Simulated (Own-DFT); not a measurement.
# Response to strain: hcp Ru, 36 atoms (Ru36)

These are calculations, not measurements. They come from Own-DFT, an in-house plane-wave density functional program, since retired, whose code no person has reviewed. Each row is one single-point run on a periodic cell that was not relaxed, without spin or spin-orbit coupling.

Settings of every run: PBE; PseudoDojo norm-conserving scalar-relativistic files; cutoff 50 hartree; 5 x 5 x 4 k mesh centred on Gamma; cold (Marzari-Vanderbilt) smearing of 0.2 eV.

Known limits: forces on such cells failed a check on a denser k mesh; stress not checked against mesh or cutoff.

Unstrained cell vectors in Å: (8.118, 0.000, 0.000); (-4.059, 7.030, 0.000); (0.000, 0.000, 8.563). The unstrained cell has measured lattice constants (interpolated for alloys), not those of this functional. That, the random moves and any unrelaxed bonds set the pressure at no strain. Each run strains this cell uniformly, with the atoms carried along. Every atom was also moved at random, by a Gaussian of width 0.05 Å on each axis. Strain is the symmetric tensor, in per cent. Stress is positive in tension, and the pressure is minus a third of its trace.

```
run  e_xx (%)  e_yy (%)  e_zz (%)  e_yz (%)  e_xz (%)  e_xy (%)  s_xx (GPa)  s_yy (GPa)  s_zz (GPa)  s_yz (GPa)  s_xz (GPa)  s_xy (GPa)  P (GPa)  E (meV/atom)
  1     -0.82      0.67      1.49     -0.19      0.20      1.30       -9.39       -3.49        2.29       -0.90        0.95        5.49     3.53          12.8
  2     -1.51      0.32      1.66      1.06     -0.05      0.82      -13.58       -6.00        0.38        3.99       -0.08        3.58     6.40          19.3
  3      1.65      0.32     -0.93      1.11     -1.89     -1.73       -0.27       -4.85      -10.72        4.07       -7.60       -6.07     5.28          24.0
  4      1.64      0.54      0.73      1.79      0.83     -1.76        3.49       -0.15        0.45        6.20        3.30       -6.83    -1.26          15.5
  5      0.70      0.42     -1.54     -1.46     -0.10     -0.58       -5.99       -7.23      -16.36       -5.80       -0.66       -2.71     9.86          24.0
  6     -0.21     -0.90     -1.26      0.92      0.59     -1.23      -13.97      -17.47      -19.25        4.03        2.35       -5.24    16.90          43.5
  7      0.81      1.94     -1.90      1.67      0.59     -2.00       -3.53       -0.88      -16.43        6.57        2.46       -7.03     6.95          45.7
  8     -0.90      1.61     -0.30      1.85     -0.13      0.33       -9.99       -0.57       -7.72        7.13       -0.63        1.21     6.09           2.5
  9      1.15     -0.88      0.53      1.11     -1.53     -0.38       -0.92       -9.71       -3.00        4.38       -5.36       -1.12     4.54           0.0
 10     -0.99      1.89      1.10     -0.47      0.64     -1.30       -8.33        3.16        0.44       -1.53        2.01       -4.60     1.58          14.2
 11      0.30      1.43     -1.95     -0.33      1.50     -0.86       -6.86       -2.80      -17.24       -1.39        5.88       -2.76     8.97          16.3
 12      1.10      1.09      1.43      1.85     -1.55      0.58        2.73        2.40        4.39        5.97       -5.48        2.61    -3.17          17.6
 13     -1.77     -0.07     -1.94      1.68     -0.23      0.84      -24.20      -16.46      -26.81        7.40       -1.39        3.53    22.49          67.1
 14     -1.23      0.40     -1.91     -1.51      0.79     -1.45      -20.27      -12.60      -24.52       -6.50        2.97       -5.67    19.13          66.8
 15     -1.64      1.54      0.46      0.48      0.39     -1.17      -14.85       -0.45       -4.71        1.30        1.36       -4.48     6.67          15.1
 16     -0.97     -1.02     -0.29      1.68     -1.05     -1.37           ?           ?           ?           ?           ?           ?        ?             ?
```

E is the free energy for each atom above the lowest run shown.

## Worked fit

Each stress component was fitted by least squares to a constant and the strains of the runs shown, as fractions, with shears doubled. Shear strains stay in the fit of a normal stress only where such slopes are resolved. The slopes, in GPa:

| stress | at no strain | per e_xx | per e_yy | per e_zz | scatter |
|---|---|---|---|---|---|
| s_xx | -8.5 | 618 ± 19 | 207 ± 25 | 205 ± 16 | 0.85 |
| s_yy | -8.4 | 190 ± 17 | 589 ± 24 | 212 ± 15 | 0.79 |
| s_zz | -8.4 | 207 ± 23 | 204 ± 32 | 692 ± 20 | 1.06 |

Each shear stress against twice its own strain: yz 199 ± 7, xz 198 ± 6, xy 195 ± 7 GPa. These are stiffnesses along x, y and z of the frame in which the cell vectors are given, which need not be the crystal's axes. The atoms are held to the strained lattice; where symmetry lets them move under strain, relaxing them would lower some slopes. The table should be nearly symmetric about its diagonal, and what it lacks of that shows the noise. A ninth of its sum, 347 ± 10 GPa, estimates the bulk modulus near the mean pressure of these runs, 7.6 GPa, so it lies above the value at zero pressure.

## Withheld run

Question: what normal stresses and pressure should run 16 give?

The fit gives s_xx = -17.2, s_yy = -16.8, s_zz = -14.5 and P = 16.2 GPa. The calculation gave -17.01, -18.65, -14.86 and P = 16.84 GPa.
